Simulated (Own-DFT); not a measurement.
Simulation results for AlGa₃N₄ (wurtzite random alloy, strained, atoms displaced)

Computed with Own-DFT development build. A calculation, not a measurement: plane-wave density functional theory by an unreviewed code, no spin, of a simulated periodic cell, stress positive in tension, run twice, with PBE and with PBEsol, both on files made for PBE, so the change isn't that of files made for PBEsol, forces on such cells passed a denser k mesh, this cell's mesh not checked; the far tail of each file's local potential was reset to the Coulomb form; each entry is a single point on an unrelaxed cell, so the pressure reflects the starting lattice, mostly measured values (interpolated for alloys), from which strain is counted, and rises with the displacements; printed positions are rounded, which can move forces by about a meV/angstrom; the program, named Own-DFT, is a retired in-house code; no spin-orbit coupling; stress was not checked against mesh or cutoff.

Settings shared by all entries: functional PBE, then PBEsol; potential files PseudoDojo norm-conserving, scalar-relativistic, standard set; wave cutoff 42 hartree; occupations Fermi-Dirac; smearing width 0.1 eV; k mesh 4 x 4 x 3 centred on Gamma.

```json
{"entry": 1, "formula": "AlGa3N4", "kind": "wurtzite random alloy, strained, atoms displaced", "structure": {"cell_angstrom": [[9.7708, 0.0, 0.0], [-4.8854, 8.4617, 0.0], [0.0, 0.0, 10.2685]], "atoms_fractional": [["Al", 0.10887, 0.2228, 0.99674], ["Al", 0.23471, 0.1154, 0.25664], ["N", 0.10875, 0.21395, 0.19176], ["N", 0.2259, 0.11857, 0.43889], ["Al", 0.10948, 0.22409, 0.49952], ["Ga", 0.22235, 0.10485, 0.75451], ["N", 0.10892, 0.22273, 0.68879], ["N", 0.21709, 0.10361, 0.93602], ["Ga", 0.10216, 0.55316, 0.99808], ["Ga", 0.22867, 0.449, 0.25301], ["N", 0.1162, 0.55231, 0.18649], ["N", 0.2179, 0.42987, 0.4425], ["Ga", 0.09972, 0.55121, 0.493], ["Ga", 0.22676, 0.4501, 0.75161], ["N", 0.11139, 0.54475, 0.69703], ["N", 0.21435, 0.45322, 0.94575], ["Al", 0.10717, 0.88635, 0.997], ["Ga", 0.2275, 0.78261, 0.24691], ["N", 0.10448, 0.88506, 0.18738], ["N", 0.22734, 0.78131, 0.44108], ["Ga", 0.10948, 0.89699, 0.50436], ["Al", 0.22391, 0.77216, 0.75424], ["N", 0.11802, 0.89489, 0.69152], ["N", 0.21767, 0.77527, 0.9418], ["Ga", 0.44149, 0.2272, 0.99647], ["Ga", 0.54811, 0.11177, 0.2467], ["N", 0.44294, 0.21835, 0.18813], ["N", 0.5527, 0.10891, 0.43701], ["Ga", 0.45497, 0.23602, 0.49692], ["Ga", 0.56449, 0.11999, 0.75571], ["N", 0.43331, 0.22882, 0.68158], ["N", 0.55179, 0.10193, 0.94459], ["Ga", 0.43922, 0.54958, 0.00457], ["Ga", 0.55443, 0.44971, 0.25378], ["N", 0.45125, 0.56064, 0.19647], ["N", 0.5509, 0.43222, 0.44132], ["Al", 0.43562, 0.55384, 0.50449], ["Ga", 0.56598, 0.45899, 0.74139], ["N", 0.44919, 0.55458, 0.69593], ["N", 0.55604, 0.4469, 0.94335], ["Ga", 0.44609, 0.89059, 0.99742], ["Al", 0.55855, 0.7725, 0.25089], ["N", 0.44143, 0.89016, 0.19214], ["N", 0.55914, 0.78926, 0.44355], ["Ga", 0.44209, 0.89528, 0.50549], ["Ga", 0.55903, 0.77604, 0.7581], ["N", 0.43823, 0.89242, 0.68987], ["N", 0.54907, 0.76903, 0.94021], ["Ga", 0.7769, 0.22556, 0.00469], ["Ga", 0.88651, 0.09946, 0.24605], ["N", 0.78307, 0.23106, 0.18842], ["N", 0.88403, 0.1031, 0.43522], ["Al", 0.77421, 0.22063, 0.49395], ["Ga", 0.88705, 0.10338, 0.75422], ["N", 0.78459, 0.23117, 0.6869], ["N", 0.90259, 0.12688, 0.93745], ["Ga", 0.77402, 0.55811, 0.99576], ["Ga", 0.8941, 0.44407, 0.24704], ["N", 0.79083, 0.55815, 0.19447], ["N", 0.88636, 0.43547, 0.44952], ["Ga", 0.78035, 0.5592, 0.49423], ["Ga", 0.89451, 0.44265, 0.73167], ["N", 0.77952, 0.55212, 0.68666], ["N", 0.89037, 0.44855, 0.93515], ["Ga", 0.77585, 0.89209, 0.00249], ["Ga", 0.87932, 0.77222, 0.25998], ["N", 0.77341, 0.88463, 0.18138], ["N", 0.88761, 0.77177, 0.43925], ["Ga", 0.76778, 0.8912, 0.49385], ["Al", 0.88789, 0.77297, 0.75539], ["N", 0.77796, 0.88268, 0.69019], ["N", 0.88595, 0.77902, 0.93748]]}, "results": {"PBE_pressure [GPa]": -2.43, "PBE_stress_xx [GPa]": 6.02, "PBE_stress_yy [GPa]": 4.38, "PBE_stress_zz [GPa]": -3.1, "PBE_stress_yz [GPa]": 0.56, "PBE_stress_xz [GPa]": -0.32, "PBE_stress_xy [GPa]": -0.64, "PBEsol_pressure [GPa]": -6.91, "PBEsol_stress_xx [GPa]": 10.45, "PBEsol_stress_yy [GPa]": 8.85, "PBEsol_stress_zz [GPa]": 1.42, "PBEsol_stress_yz [GPa]": 0.52, "PBEsol_stress_xz [GPa]": -0.3, "PBEsol_stress_xy [GPa]": -0.61, "force_element": ["Al", "Al", "N", "N", "Al", "Ga", "N", "N", "Ga", "Ga", "N", "N", "Ga", "Ga", "N", "N", "Al", "Ga", "N", "N", "Ga", "Al", "N", "N", "Ga", "Ga", "N", "N", "Ga", "Ga", "N", "N", "Ga", "Ga", "N", "N", "Al", "Ga", "N", "N", "Ga", "Al", "N", "N", "Ga", "Ga", "N", "N", "Ga", "Ga", "N", "N", "Al", "Ga", "N", "N", "Ga", "Ga", "N", "N", "Ga", "Ga", "N", "N", "Ga", "Ga", "N", "N", "Ga", "Al", "N", "N"], "PBE_force_x [eV/angstrom]": [0.838, -1.782, 1.071, -0.546, 0.268, -0.639, 0.238, -0.592, -0.153, -0.624, -0.311, 0.052, 2.027, 0.487, -0.306, 2.42, 0.154, -1.193, 0.327, -1.053, 0.897, -0.579, -0.461, -0.376, 0.339, 1.479, -1.07, 0.674, -0.391, -0.895, 1.902, -0.08, -0.54, 1.645, -0.359, -0.841, 0.617, 0.134, -1.347, -0.418, -0.624, -1.296, 1.997, -0.914, 0.129, -0.612, 0.709, 0.265, 0.298, -0.195, -0.087, -0.074, 0.227, 0.099, -0.243, -1.002, 1.258, 0.341, -1.878, -0.927, -0.119, -0.72, 0.243, -1.177, 0.358, 1.487, -0.676, -0.687, 1.817, 0.25, 0.277, 0.465], "PBE_force_y [eV/angstrom]": [0.558, -1.117, 0.601, -0.189, -1.525, 1.393, -0.176, 0.658, 0.73, -1.335, 0.523, 2.075, 1.02, -1.623, 2.826, -1.936, -0.116, -0.639, 1.028, -0.794, -0.059, 0.357, -2.585, 0.725, -0.974, -0.162, 1.083, 1.145, -4.121, -0.188, 0.29, 1.947, 0.253, -0.943, 0.237, 4.869, 0.181, -2.297, 0.964, -0.167, -1.45, 1.544, -0.433, -2.898, -0.137, 0.478, -0.436, 0.858, 0.518, 1.427, -1.654, 1.725, -1.048, 0.966, -2.493, -1.527, -0.159, 0.352, -0.391, -0.021, -1.105, 0.423, 1.697, -0.593, 0.064, 0.757, -0.796, 1.157, -0.143, 0.554, -0.14, 0.388], "PBE_force_z [eV/angstrom]": [0.858, -1.141, -0.883, 0.038, 0.425, -1.575, -0.319, 1.828, 0.236, -0.5, 1.153, 0.247, 1.029, 0.497, -1.528, -0.334, 0.774, 0.168, 0.051, -0.04, -0.665, -0.421, 0.706, -0.687, 0.153, 0.249, 0.088, 0.423, 1.017, -1.155, 1.712, -0.439, -0.455, -0.576, -0.116, -0.661, -0.068, 1.05, -1.707, -0.701, 0.756, 0.218, -0.439, -1.358, -0.621, -1.659, 1.536, 1.171, -1.231, -0.011, 0.879, 0.743, 0.507, -1.343, -1.018, 1.165, 0.774, 0.519, -0.454, -1.354, 0.585, 2.259, 0.081, -0.224, -1.94, -2.477, 2.359, 1.287, 1.617, -1.316, 0.252, 0.009], "PBEsol_force_x [eV/angstrom]": [0.862, -1.766, 0.94, -0.432, 0.254, -0.615, 0.229, -0.473, -0.124, -0.626, -0.309, -0.051, 1.964, 0.452, -0.311, 2.358, 0.156, -1.163, 0.331, -1.023, 0.891, -0.574, -0.46, -0.259, 0.346, 1.424, -0.906, 0.536, -0.391, -0.859, 1.864, -0.072, -0.522, 1.61, -0.347, -0.736, 0.624, 0.114, -1.302, -0.408, -0.616, -1.292, 1.841, -0.872, 0.128, -0.583, 0.809, 0.261, 0.295, -0.177, -0.087, -0.075, 0.226, 0.097, -0.248, -1.141, 1.224, 0.324, -1.845, -0.887, -0.105, -0.694, 0.229, -1.138, 0.359, 1.483, -0.546, -0.676, 1.75, 0.246, 0.146, 0.338], "PBEsol_force_y [eV/angstrom]": [0.578, -1.128, 0.629, -0.243, -1.553, 1.363, -0.174, 0.727, 0.712, -1.305, 0.507, 2.14, 0.982, -1.583, 2.631, -1.773, -0.128, -0.616, 0.904, -0.776, -0.05, 0.342, -2.395, 0.636, -0.951, -0.161, 1.125, 1.054, -4.025, -0.202, 0.289, 1.902, 0.269, -0.934, 0.048, 4.695, 0.197, -2.25, 0.941, -0.161, -1.407, 1.562, -0.366, -2.715, -0.125, 0.456, -0.345, 0.852, 0.506, 1.393, -1.606, 1.544, -1.07, 0.961, -2.411, -1.591, -0.154, 0.345, -0.374, 0.173, -1.086, 0.387, 1.532, -0.572, 0.038, 0.729, -0.696, 1.115, -0.127, 0.546, -0.063, 0.309], "PBEsol_force_z [eV/angstrom]": [0.847, -1.142, -0.788, 0.162, 0.411, -1.538, -0.171, 1.674, 0.239, -0.48, 1.118, 0.115, 1.013, 0.502, -1.531, -0.371, 0.769, 0.17, 0.153, -0.052, -0.636, -0.435, 0.609, -0.58, 0.17, 0.254, 0.026, 0.362, 1.007, -1.113, 1.66, -0.45, -0.447, -0.55, -0.175, -0.692, -0.079, 1.029, -1.536, -0.682, 0.752, 0.218, -0.472, -1.24, -0.603, -1.601, 1.431, 1.123, -1.189, 0.008, 0.83, 0.638, 0.498, -1.288, -0.869, 1.061, 0.766, 0.495, -0.441, -1.369, 0.586, 2.219, 0.023, -0.202, -1.868, -2.417, 2.252, 1.227, 1.588, -1.336, 0.213, 0.128], "rms_change_of_force_components_from_PBE_to_PBEsol [eV/angstrom]": 0.068}}
{"entry": 2, "formula": "AlGa3N4", "kind": "wurtzite random alloy, strained, atoms displaced", "structure": {"cell_angstrom": [[9.7708, 0.0, 0.0], [-4.8854, 8.4617, 0.0], [0.0, 0.0, 10.2685]], "atoms_fractional": [["Al", 0.10765, 0.22396, 0.00712], ["Ga", 0.21541, 0.10618, 0.24904], ["N", 0.12263, 0.22726, 0.19436], ["N", 0.22755, 0.11551, 0.43929], ["Ga", 0.1213, 0.23108, 0.50346], ["Al", 0.21728, 0.10133, 0.7542], ["N", 0.10993, 0.22406, 0.68832], ["N", 0.2252, 0.11462, 0.93803], ["Ga", 0.12364, 0.55213, 0.0014], ["Al", 0.21178, 0.44102, 0.246], ["N", 0.10999, 0.55614, 0.19219], ["N", 0.21148, 0.4396, 0.43993], ["Ga", 0.09924, 0.54403, 0.49704], ["Ga", 0.21955, 0.44176, 0.74479], ["N", 0.10715, 0.55276, 0.68898], ["N", 0.2162, 0.44014, 0.94326], ["Ga", 0.11243, 0.89499, 0.99444], ["Al", 0.216, 0.77853, 0.2518], ["N", 0.1174, 0.89995, 0.18676], ["N", 0.21924, 0.77865, 0.4333], ["Ga", 0.12012, 0.89616, 0.49756], ["Al", 0.22391, 0.77403, 0.74769], ["N", 0.10759, 0.88873, 0.69577], ["N", 0.22268, 0.77731, 0.9461], ["Al", 0.44343, 0.22276, 0.99321], ["Ga", 0.55645, 0.10771, 0.25084], ["N", 0.44674, 0.23125, 0.19272], ["N", 0.55393, 0.10074, 0.44057], ["Ga", 0.45157, 0.23031, 0.50384], ["Ga", 0.54398, 0.1181, 0.74365], ["N", 0.4466, 0.23194, 0.68455], ["N", 0.55725, 0.12096, 0.94002], ["Al", 0.44172, 0.55141, 0.00336], ["Al", 0.55143, 0.45026, 0.25298], ["N", 0.45052, 0.5569, 0.19161], ["N", 0.55396, 0.44781, 0.43512], ["Ga", 0.44125, 0.55336, 0.49884], ["Ga", 0.55768, 0.44308, 0.74116], ["N", 0.43755, 0.5625, 0.68364], ["N", 0.55235, 0.44219, 0.94535], ["Ga", 0.44955, 0.89616, 0.99297], ["Ga", 0.55442, 0.77048, 0.24978], ["N", 0.44184, 0.89197, 0.19246], ["N", 0.55601, 0.78283, 0.44553], ["Ga", 0.43753, 0.89, 0.50527], ["Ga", 0.55233, 0.7756, 0.75689], ["N", 0.44842, 0.89086, 0.68562], ["N", 0.55814, 0.78912, 0.93836], ["Ga", 0.7763, 0.21568, 0.00362], ["Ga", 0.89187, 0.10591, 0.25562], ["N", 0.7767, 0.21276, 0.1875], ["N", 0.90151, 0.1156, 0.44426], ["Ga", 0.77807, 0.21154, 0.48875], ["Ga", 0.89099, 0.11088, 0.74765], ["N", 0.77452, 0.23193, 0.68478], ["N", 0.89, 0.10824, 0.92763], ["Ga", 0.78266, 0.55829, 0.00178], ["Al", 0.88844, 0.44859, 0.24799], ["N", 0.78201, 0.56381, 0.19227], ["N", 0.88653, 0.44457, 0.43737], ["Ga", 0.77875, 0.55534, 0.49227], ["Ga", 0.89346, 0.44564, 0.75043], ["N", 0.77647, 0.56109, 0.69056], ["N", 0.8929, 0.44465, 0.94027], ["Ga", 0.7592, 0.87245, 0.0011], ["Ga", 0.9008, 0.78099, 0.24464], ["N", 0.77899, 0.89358, 0.1814], ["N", 0.88576, 0.77974, 0.44612], ["Ga", 0.77787, 0.88209, 0.50201], ["Ga", 0.88559, 0.77884, 0.7547], ["N", 0.77936, 0.88385, 0.69194], ["N", 0.89393, 0.77924, 0.93293]]}, "results": {"PBE_pressure [GPa]": -2.7, "PBE_stress_xx [GPa]": 6.28, "PBE_stress_yy [GPa]": 5.3, "PBE_stress_zz [GPa]": -3.47, "PBE_stress_yz [GPa]": -0.73, "PBE_stress_xz [GPa]": 0.0, "PBE_stress_xy [GPa]": 0.44, "PBEsol_pressure [GPa]": -7.18, "PBEsol_stress_xx [GPa]": 10.72, "PBEsol_stress_yy [GPa]": 9.75, "PBEsol_stress_zz [GPa]": 1.07, "PBEsol_stress_yz [GPa]": -0.7, "PBEsol_stress_xz [GPa]": -0.02, "PBEsol_stress_xy [GPa]": 0.45, "force_element": ["Al", "Ga", "N", "N", "Ga", "Al", "N", "N", "Ga", "Al", "N", "N", "Ga", "Ga", "N", "N", "Ga", "Al", "N", "N", "Ga", "Al", "N", "N", "Al", "Ga", "N", "N", "Ga", "Ga", "N", "N", "Al", "Al", "N", "N", "Ga", "Ga", "N", "N", "Ga", "Ga", "N", "N", "Ga", "Ga", "N", "N", "Ga", "Ga", "N", "N", "Ga", "Ga", "N", "N", "Ga", "Al", "N", "N", "Ga", "Ga", "N", "N", "Ga", "Ga", "N", "N", "Ga", "Ga", "N", "N"], "PBE_force_x [eV/angstrom]": [0.188, 1.734, -1.708, 0.039, 0.022, -0.674, 1.426, -0.321, -2.78, 0.962, -0.104, 0.941, 0.328, -0.149, 0.605, 2.507, 0.412, 1.133, 0.608, -0.064, -0.987, -0.608, 1.719, 0.324, 0.045, -0.931, 0.272, -0.539, 0.097, 2.61, -1.658, -0.56, 0.162, 1.164, -1.507, 0.259, -0.515, -0.614, 0.894, -0.56, -1.167, -0.731, -0.147, 0.065, 0.814, 0.522, -1.528, -0.868, 0.347, -0.202, 0.159, -0.304, -0.72, -1.116, 0.483, 0.396, 0.098, 0.111, 0.026, -0.282, -0.352, -1.217, 0.591, 0.095, 2.526, -1.45, 0.541, 1.677, -0.953, 0.436, -1.214, -0.811], "PBE_force_y [eV/angstrom]": [-0.821, 1.816, 0.281, 0.076, -1.252, 1.231, -0.697, 0.798, 1.078, 0.6, -0.005, 1.06, 1.302, 0.13, 1.32, -0.523, -0.507, 0.424, -1.942, -0.538, -0.511, 0.188, 0.22, 0.025, 0.418, 0.421, -0.08, 1.52, -0.768, -0.334, -1.498, -0.432, -0.04, -1.02, -0.856, -0.067, 0.909, 1.616, -0.86, 0.475, 0.332, 1.697, -1.342, -0.691, -0.829, 0.639, -0.305, -2.874, 0.573, 0.411, 1.619, -1.051, 0.827, 0.015, -1.277, 0.265, -0.459, -0.674, -1.372, -0.705, 0.36, -0.175, -0.548, -0.029, 2.229, 0.413, -0.802, -0.135, 0.834, -0.429, 0.618, -0.298], "PBE_force_z [eV/angstrom]": [-1.21, 0.495, -1.217, 0.436, -0.451, -0.807, 0.908, 0.049, 0.072, 1.034, 0.713, -1.454, 0.281, 0.555, 0.053, -0.08, 0.146, -1.17, 0.027, 0.619, 0.751, 0.488, -0.302, -1.734, 1.733, -0.353, -0.873, 0.068, -2.367, 0.596, 1.296, -0.504, -0.401, -0.952, -0.747, 0.302, -0.677, 1.419, 1.335, -0.663, 1.445, 0.7, -0.524, -0.834, -1.692, -2.114, 2.183, 0.688, -1.57, -0.634, 1.481, -0.433, 1.497, -1.194, -0.176, 3.101, -0.654, -0.295, 0.457, -1.35, 1.134, 0.066, -0.582, 0.726, -1.013, 0.884, 1.754, -1.607, 0.39, -1.774, -0.019, 2.544], "PBEsol_force_x [eV/angstrom]": [0.176, 1.681, -1.645, 0.034, -0.005, -0.671, 1.296, -0.334, -2.725, 0.969, -0.1, 0.916, 0.321, -0.167, 0.585, 2.329, 0.398, 1.115, 0.47, -0.068, -0.972, -0.603, 1.578, 0.326, 0.047, -0.894, 0.262, -0.516, 0.085, 2.578, -1.509, -0.413, 0.149, 1.178, -1.519, 0.254, -0.497, -0.571, 0.868, -0.43, -1.124, -0.71, -0.035, 0.073, 0.823, 0.514, -1.408, -0.837, 0.33, -0.208, 0.148, -0.317, -0.706, -1.083, 0.477, 0.281, 0.102, 0.111, 0.017, -0.265, -0.346, -1.179, 0.566, 0.089, 2.449, -1.426, 0.525, 1.633, -0.92, 0.421, -1.173, -0.794], "PBEsol_force_y [eV/angstrom]": [-0.845, 1.772, 0.111, 0.064, -1.215, 1.239, -0.614, 0.646, 1.051, 0.616, 0.0, 1.021, 1.245, 0.123, 1.141, -0.418, -0.495, 0.42, -1.827, -0.501, -0.503, 0.185, 0.123, 0.033, 0.395, 0.379, -0.211, 1.485, -0.743, -0.308, -1.407, -0.511, 0.007, -0.993, -0.688, -0.071, 0.897, 1.571, -0.846, 0.538, 0.326, 1.663, -1.232, -0.689, -0.791, 0.642, -0.238, -2.708, 0.543, 0.388, 1.478, -1.021, 0.811, 0.014, -1.241, 0.215, -0.435, -0.682, -1.202, -0.674, 0.36, -0.187, -0.538, -0.027, 2.199, 0.402, -0.791, -0.136, 0.802, -0.418, 0.603, -0.3], "PBEsol_force_z [eV/angstrom]": [-1.209, 0.492, -1.093, 0.418, -0.428, -0.83, 0.832, 0.118, 0.075, 1.026, 0.564, -1.288, 0.304, 0.524, 0.006, -0.149, 0.164, -1.205, -0.007, 0.782, 0.742, 0.477, -0.378, -1.597, 1.725, -0.334, -0.794, 0.052, -2.289, 0.58, 1.216, -0.545, -0.423, -0.958, -0.677, 0.473, -0.626, 1.375, 1.292, -0.73, 1.426, 0.687, -0.553, -0.829, -1.64, -2.062, 2.071, 0.625, -1.532, -0.614, 1.4, -0.45, 1.498, -1.133, -0.181, 2.969, -0.634, -0.317, 0.358, -1.189, 1.134, 0.062, -0.571, 0.693, -0.982, 0.854, 1.703, -1.582, 0.402, -1.726, -0.03, 2.468], "rms_change_of_force_components_from_PBE_to_PBEsol [eV/angstrom]": 0.063}}
{"entry": 3, "formula": "AlGa3N4", "kind": "wurtzite random alloy, strained, atoms displaced", "structure": {"cell_angstrom": [[9.7708, 0.0, 0.0], [-4.8854, 8.4617, 0.0], [0.0, 0.0, 10.2685]], "atoms_fractional": [["Ga", 0.11137, 0.23284, 0.00108], ["Ga", 0.22573, 0.10562, 0.25111], ["N", 0.1264, 0.23268, 0.19702], ["N", 0.22196, 0.10993, 0.44036], ["Ga", 0.11114, 0.21997, 0.49981], ["Al", 0.22391, 0.11383, 0.74436], ["N", 0.11442, 0.22246, 0.69003], ["N", 0.22035, 0.1112, 0.9416], ["Ga", 0.10289, 0.54813, 0.00036], ["Ga", 0.2195, 0.45149, 0.2484], ["N", 0.10421, 0.55453, 0.1877], ["N", 0.2311, 0.45181, 0.42734], ["Ga", 0.1165, 0.56092, 0.5081], ["Al", 0.22559, 0.43574, 0.75001], ["N", 0.11053, 0.56251, 0.67986], ["N", 0.21833, 0.45011, 0.94455], ["Al", 0.11081, 0.89512, 0.99327], ["Al", 0.23027, 0.77475, 0.25854], ["N", 0.11679, 0.88882, 0.18687], ["N", 0.2262, 0.77405, 0.43472], ["Ga", 0.12237, 0.90014, 0.50051], ["Ga", 0.22123, 0.78897, 0.75075], ["N", 0.1126, 0.89822, 0.68457], ["N", 0.21407, 0.78156, 0.94405], ["Ga", 0.44318, 0.22187, 0.00576], ["Al", 0.56493, 0.11871, 0.24927], ["N", 0.44179, 0.2246, 0.18066], ["N", 0.55391, 0.10766, 0.43402], ["Ga", 0.44198, 0.22458, 0.49652], ["Ga", 0.55865, 0.10603, 0.75021], ["N", 0.44097, 0.21888, 0.68627], ["N", 0.56013, 0.11007, 0.93386], ["Ga", 0.44442, 0.56179, 0.98806], ["Ga", 0.55431, 0.44322, 0.25203], ["N", 0.44945, 0.5521, 0.19479], ["N", 0.55242, 0.44722, 0.43106], ["Ga", 0.44038, 0.54698, 0.49686], ["Ga", 0.56138, 0.43983, 0.75135], ["N", 0.45031, 0.55698, 0.68401], ["N", 0.56027, 0.44532, 0.93305], ["Ga", 0.4548, 0.90195, 0.0058], ["Ga", 0.55789, 0.78133, 0.2447], ["N", 0.44427, 0.88594, 0.19153], ["N", 0.56071, 0.7803, 0.43844], ["Ga", 0.43883, 0.88435, 0.50128], ["Al", 0.5649, 0.78078, 0.7544], ["N", 0.44282, 0.88733, 0.68777], ["N", 0.5517, 0.77369, 0.94008], ["Ga", 0.77734, 0.21434, 0.00042], ["Ga", 0.89247, 0.10726, 0.25381], ["N", 0.77392, 0.21704, 0.18733], ["N", 0.89304, 0.11161, 0.43539], ["Ga", 0.77468, 0.22032, 0.50408], ["Ga", 0.8878, 0.10777, 0.75382], ["N", 0.7757, 0.22651, 0.67933], ["N", 0.88604, 0.10116, 0.93398], ["Ga", 0.78241, 0.57449, 0.99521], ["Ga", 0.88197, 0.44145, 0.25466], ["N", 0.7763, 0.54995, 0.18562], ["N", 0.89294, 0.44516, 0.43938], ["Al", 0.78262, 0.55725, 0.49698], ["Ga", 0.8929, 0.44141, 0.75178], ["N", 0.77884, 0.55352, 0.69136], ["N", 0.89143, 0.44485, 0.9397], ["Ga", 0.76851, 0.8836, 0.00493], ["Al", 0.88781, 0.78203, 0.24734], ["N", 0.77533, 0.8795, 0.1875], ["N", 0.88719, 0.77735, 0.44162], ["Al", 0.78054, 0.89113, 0.50386], ["Ga", 0.88532, 0.77415, 0.74381], ["N", 0.78017, 0.88561, 0.68466], ["N", 0.8892, 0.77508, 0.94151]]}, "results": {"PBE_pressure [GPa]": -2.23, "PBE_stress_xx [GPa]": 7.19, "PBE_stress_yy [GPa]": 6.18, "PBE_stress_zz [GPa]": -6.68, "PBE_stress_yz [GPa]": 0.31, "PBE_stress_xz [GPa]": -0.09, "PBE_stress_xy [GPa]": -0.24, "PBEsol_pressure [GPa]": -6.71, "PBEsol_stress_xx [GPa]": 11.55, "PBEsol_stress_yy [GPa]": 10.6, "PBEsol_stress_zz [GPa]": -2.02, "PBEsol_stress_yz [GPa]": 0.31, "PBEsol_stress_xz [GPa]": -0.07, "PBEsol_stress_xy [GPa]": -0.22, "force_element": ["Ga", "Ga", "N", "N", "Ga", "Al", "N", "N", "Ga", "Ga", "N", "N", "Ga", "Al", "N", "N", "Al", "Al", "N", "N", "Ga", "Ga", "N", "N", "Ga", "Al", "N", "N", "Ga", "Ga", "N", "N", "Ga", "Ga", "N", "N", "Ga", "Ga", "N", "N", "Ga", "Ga", "N", "N", "Ga", "Al", "N", "N", "Ga", "Ga", "N", "N", "Ga", "Ga", "N", "N", "Ga", "Ga", "N", "N", "Al", "Ga", "N", "N", "Ga", "Al", "N", "N", "Al", "Ga", "N", "N"], "PBE_force_x [eV/angstrom]": [0.969, -0.491, -1.262, 0.094, -0.243, 0.244, -0.009, -0.245, -0.425, 0.843, 0.354, -1.054, 0.227, -0.523, 1.132, 0.969, 0.321, -1.315, -0.613, -0.863, -0.506, 0.602, -0.074, 0.727, -0.043, -1.021, 1.681, -0.286, 0.972, -0.877, -0.043, -0.322, 0.691, 0.294, -1.304, 1.894, 0.035, -0.652, -0.821, -0.655, -1.342, 0.084, -0.483, 0.317, 1.337, -1.019, 1.021, -0.03, -0.178, 0.114, 0.347, -0.376, 0.19, -0.001, 0.875, -0.21, 0.648, 0.657, -0.451, -0.969, -0.36, -0.357, 0.391, -0.764, 1.146, 1.513, 0.444, -0.039, -0.294, 0.675, -1.215, -0.07], "PBE_force_y [eV/angstrom]": [-1.292, 0.324, -1.459, 0.75, 0.999, 0.013, 0.227, 0.119, 1.9, 0.118, 0.821, -0.945, -0.772, 1.638, -0.666, -0.502, -0.423, -0.106, -0.814, 0.637, -1.989, -0.891, 0.135, 0.218, 0.383, -0.969, -0.727, 0.52, 0.13, 0.4, -0.249, 0.511, -1.836, 0.16, 1.058, -0.438, 1.637, 0.005, -0.049, 0.036, -1.722, -1.297, 1.201, 0.353, 0.269, -0.672, -0.323, 1.591, 1.2, 0.605, -0.243, -0.831, 0.15, 0.218, -0.804, 0.621, -3.781, 0.312, 1.418, 0.126, -0.096, 0.656, -0.004, -0.865, 0.097, -1.04, 1.067, 0.139, -0.558, 0.11, 0.404, 3.087], "PBE_force_z [eV/angstrom]": [0.727, -0.843, -1.047, -0.187, -0.856, 1.06, 0.511, -1.375, 0.241, -1.191, 0.894, 2.981, -3.559, -0.262, 4.117, -2.194, 1.251, -2.614, 0.257, 0.969, -1.001, 0.501, 1.19, -0.529, -2.758, -0.101, 3.17, -0.079, -0.02, -1.186, 0.533, 1.048, 2.106, -1.914, -1.758, 2.375, -0.421, -1.261, 1.901, 1.352, -0.74, 1.251, 0.459, 0.529, -0.749, -1.517, 1.058, -1.046, -0.43, -1.341, 0.629, 1.929, -2.827, -1.874, 3.085, 1.71, 1.058, -1.118, 0.667, 0.9, 0.141, -0.409, -1.397, -0.163, -1.132, 0.492, 0.703, -0.502, -1.604, 0.454, 0.892, -1.134], "PBEsol_force_x [eV/angstrom]": [0.962, -0.488, -1.247, 0.103, -0.242, 0.239, -0.131, -0.231, -0.412, 0.835, 0.357, -1.017, 0.211, -0.535, 1.023, 0.938, 0.302, -1.304, -0.592, -0.827, -0.501, 0.587, -0.057, 0.827, -0.063, -1.034, 1.551, -0.279, 0.942, -0.861, 0.08, -0.301, 0.674, 0.257, -1.275, 1.744, 0.034, -0.622, -0.704, -0.641, -1.293, 0.081, -0.334, 0.191, 1.292, -1.006, 0.893, -0.017, -0.176, 0.102, 0.477, -0.357, 0.19, 0.015, 0.853, -0.223, 0.625, 0.663, -0.443, -0.848, -0.361, -0.365, 0.373, -0.717, 1.108, 1.521, 0.276, 0.058, -0.277, 0.651, -1.065, -0.187], "PBEsol_force_y [eV/angstrom]": [-1.251, 0.335, -1.424, 0.725, 0.961, 0.015, 0.14, 0.268, 1.835, 0.088, 0.675, -0.915, -0.74, 1.641, -0.615, -0.499, -0.41, -0.107, -0.671, 0.629, -1.934, -0.875, -0.018, 0.139, 0.387, -0.969, -0.663, 0.507, 0.119, 0.393, -0.16, 0.479, -1.779, 0.157, 1.043, -0.488, 1.588, 0.013, -0.112, 0.046, -1.687, -1.267, 1.137, 0.283, 0.261, -0.659, -0.246, 1.544, 1.171, 0.613, -0.16, -0.694, 0.158, 0.204, -0.791, 0.62, -3.699, 0.301, 1.283, 0.053, -0.108, 0.653, 0.0, -0.837, 0.092, -1.034, 1.116, 0.206, -0.531, 0.102, 0.452, 2.913], "PBEsol_force_z [eV/angstrom]": [0.73, -0.825, -1.038, -0.19, -0.837, 1.053, 0.388, -1.28, 0.254, -1.138, 0.823, 2.907, -3.46, -0.264, 3.968, -2.024, 1.246, -2.635, 0.306, 1.163, -0.95, 0.476, 1.101, -0.589, -2.665, -0.128, 3.05, 0.082, 0.0, -1.156, 0.461, 1.022, 2.082, -1.863, -1.714, 2.266, -0.42, -1.216, 1.763, 1.298, -0.707, 1.224, 0.347, 0.46, -0.716, -1.512, 0.983, -0.864, -0.405, -1.284, 0.544, 1.826, -2.74, -1.813, 3.007, 1.658, 1.032, -1.095, 0.618, 0.817, 0.144, -0.397, -1.238, -0.183, -1.089, 0.487, 0.61, -0.456, -1.61, 0.447, 1.004, -1.144], "rms_change_of_force_components_from_PBE_to_PBEsol [eV/angstrom]": 0.067}}
```
